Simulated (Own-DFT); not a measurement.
# Which defects push the lattice out? L1_0 TiAl

Source: density functional calculations with Own-DFT, an unreviewed in-house program that is no longer used. Nothing was measured or relaxed, and spin and spin-orbit coupling are left out.

Common settings: PBE; PseudoDojo norm-conserving scalar-relativistic files; cutoff 42 hartree; 4 x 4 x 4 k mesh centred on Gamma; cold (Marzari-Vanderbilt) smearing of 0.2 eV.

Limits: forces on such cells failed a check on a denser k mesh; stress not checked against mesh or cutoff.

All runs share one cell, with vectors in Å (5.622, 5.622, 0.000); (-5.622, 5.622, 0.000); (0.000, 0.000, 8.133) and a volume of 514.0 Å³. The atoms are randomly displaced, by u rms on each axis. The defect's site can differ from row to row.

```
cell,formula,u (Å),P (GPa)
no defect,Al16Ti16,0.0186,1.18
no defect,Al16Ti16,0.0523,1.91
no defect,Al16Ti16,0.0550,1.89
one Ti vacancy,Al16Ti15,0.0256,0.38
one Ti vacancy,Al16Ti15,0.0293,0.47
one Ti vacancy,Al16Ti15,0.0333,0.56
one Ti vacancy,Al16Ti15,0.0338,?
two Al vacancies,Al14Ti16,0.0295,-0.47
two Al vacancies,Al14Ti16,0.0305,-0.53
two Al vacancies,Al14Ti16,0.0534,-0.08
```

## Worked fit

P = P0 + c u² + a shift for each defect gives P0 = 1.14 GPa, c = 256 ± 22 GPa/Å² and a scatter of 0.06 GPa. The shifts, and each times the cell's volume:

- one Ti vacancy: -0.89 ± 0.05 GPa, -2.9 eV
- two Al vacancies: -1.90 ± 0.05 GPa, -6.1 eV (-3.0 eV for each of its 2 sites)

A positive shift means that the defect pushes the cell outwards. Shift times volume (160.2 GPa Å³ is 1 eV) depends little on the cell's size, so, taken for each site, it can be compared between cells at like pressure. The atoms around the defects weren't relaxed, which would change these numbers.

## The run left out

Asked: what pressure belongs in the blank (one Ti vacancy, u = 0.0338 Å)?

Estimate: 0.54 ± 0.07 GPa. The calculation gave 0.39 GPa.
